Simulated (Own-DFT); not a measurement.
# How strain changes the stress of fcc Cu, 16 atoms (Cu16)

All numbers below are calculated, not measured. The program, named Own-DFT, is a retired in-house plane-wave density functional code that no person has reviewed. Each row is one single-point run on a periodic cell that was not relaxed, without spin or spin-orbit coupling.

Settings of every run: PBE; PseudoDojo norm-conserving scalar-relativistic files; cutoff 50 hartree; 7 x 7 x 5 k mesh centred on Gamma; cold (Marzari-Vanderbilt) smearing of 0.2 eV.

Known limits: forces on such cells failed a check on a denser k mesh; stress not checked against mesh or cutoff.

Unstrained cell vectors in Å: (3.615, 3.615, 0.000); (-3.615, 3.615, 0.000); (0.000, 0.000, 7.230). The unstrained cell has measured lattice constants (interpolated for alloys), not those of this functional. That, the random moves and any unrelaxed bonds set the pressure at no strain. Each run strains this cell uniformly, with the atoms carried along. Every atom was also moved at random, by a Gaussian of width 0.05 Å on each axis. Strain is the symmetric tensor, in per cent. Stress is positive in tension, and the pressure is minus a third of its trace.

| run | e_xx (%) | e_yy (%) | e_zz (%) | e_yz (%) | e_xz (%) | e_xy (%) | s_xx (GPa) | s_yy (GPa) | s_zz (GPa) | s_yz (GPa) | s_xz (GPa) | s_xy (GPa) | P (GPa) | E (meV/atom) |
|---|---|---|---|---|---|---|---|---|---|---|---|---|---|---|
| 1 | 0.55 | 1.85 | 0.92 | -0.03 | 0.81 | -0.46 | 0.90 | 2.18 | 1.72 | -0.20 | 1.76 | -0.65 | -1.60 | 11.0 |
| 2 | 1.43 | 1.36 | -0.84 | -0.84 | -0.98 | 0.76 | 0.38 | 0.33 | -0.39 | -1.70 | -1.81 | 1.23 | -0.11 | 0.9 |
| 3 | -1.88 | -0.84 | 0.48 | 1.14 | 0.62 | -0.13 | -6.98 | -6.34 | -5.18 | 1.99 | 1.19 | 0.05 | 6.17 | 4.9 |
| 4 | 0.35 | 0.41 | -1.01 | 0.60 | -0.30 | -0.58 | -3.07 | -3.13 | -3.17 | 1.17 | -0.32 | -1.38 | 3.12 | 2.1 |
| 5 | -1.82 | 1.70 | -0.23 | -0.80 | 1.88 | 0.38 | -5.12 | -2.34 | -4.28 | -1.25 | 3.52 | 0.46 | 3.91 | 16.3 |
| 6 | -1.89 | -0.44 | 1.54 | 0.65 | -0.67 | 1.08 | -5.58 | -4.71 | -3.07 | 1.06 | -1.21 | 1.84 | 4.45 | 14.4 |
| 7 | -0.69 | 0.11 | -0.93 | -0.57 | -1.00 | -0.06 | -6.00 | -4.64 | -5.29 | -1.25 | -1.71 | 0.18 | 5.31 | 11.1 |
| 8 | -0.96 | -0.18 | -0.90 | 1.94 | 1.15 | -0.36 | -6.85 | -6.89 | -6.83 | 3.71 | 2.27 | -0.73 | 6.86 | 23.8 |
| 9 | 0.18 | 1.23 | 0.03 | -1.94 | -1.47 | -0.98 | -1.14 | -0.61 | -0.98 | -3.09 | -2.53 | -1.48 | 0.91 | 7.1 |
| 10 | -1.47 | -1.43 | 1.58 | -1.84 | 0.89 | 0.02 | -5.84 | -6.17 | -4.06 | -3.35 | 2.02 | -0.06 | 5.36 | 16.4 |
| 11 | -0.20 | -0.56 | -1.41 | -0.36 | 0.50 | 0.70 | -5.85 | -6.71 | -6.56 | -1.06 | 0.92 | 1.34 | 6.37 | 10.9 |
| 12 | 0.29 | -0.38 | 0.02 | 0.24 | -0.23 | -1.90 | -3.05 | -3.69 | -2.59 | 0.58 | -0.82 | -3.43 | 3.11 | 9.5 |
| 13 | 0.95 | 0.15 | 1.39 | -0.29 | 0.52 | 1.31 | 0.97 | 0.39 | 1.48 | -0.23 | 0.64 | 1.89 | -0.95 | 0.0 |
| 14 | 0.10 | -0.97 | -1.19 | -1.08 | -1.13 | 1.64 | -6.24 | -7.03 | -6.51 | -2.00 | -2.41 | 3.03 | 6.59 | 18.6 |
| 15 | 0.19 | -1.33 | -0.73 | 0.83 | 0.86 | -0.63 | ? | ? | ? | ? | ? | ? | ? | ? |

E is the free energy for each atom above the lowest run shown.

## Worked fit

Each stress component was fitted by least squares to a constant and the strains of the runs shown, as fractions, with shears doubled. Shear strains stay in the fit of a normal stress only where such slopes are resolved. The slopes, in GPa:

| stress | at no strain | per e_xx | per e_yy | per e_zz | scatter |
|---|---|---|---|---|---|
| s_xx | -3.2 | 204 ± 9 | 119 ± 9 | 134 ± 9 | 0.33 |
| s_yy | -3.3 | 129 ± 11 | 207 ± 11 | 136 ± 11 | 0.39 |
| s_zz | -2.8 | 156 ± 11 | 118 ± 12 | 193 ± 11 | 0.41 |

Each shear stress against twice its own strain: yz 90 ± 4, xz 93 ± 4, xy 86 ± 4 GPa. These are stiffnesses along x, y and z of the frame in which the cell vectors are given, which need not be the crystal's axes. The atoms are held to the strained lattice; where symmetry lets them move under strain, relaxing them would lower some slopes. The table should be nearly symmetric about its diagonal, and what it lacks of that shows the noise. A ninth of its sum, 155 ± 5 GPa, estimates the bulk modulus near the mean pressure of these runs, 3.5 GPa, so it lies above the value at zero pressure.

## Withheld run

Question: what normal stresses and pressure should run 15 give?

The fit gives s_xx = -5.4, s_yy = -6.8, s_zz = -5.5 and P = 5.9 GPa. The calculation gave -5.32, -6.47, -6.43 and P = 6.07 GPa.
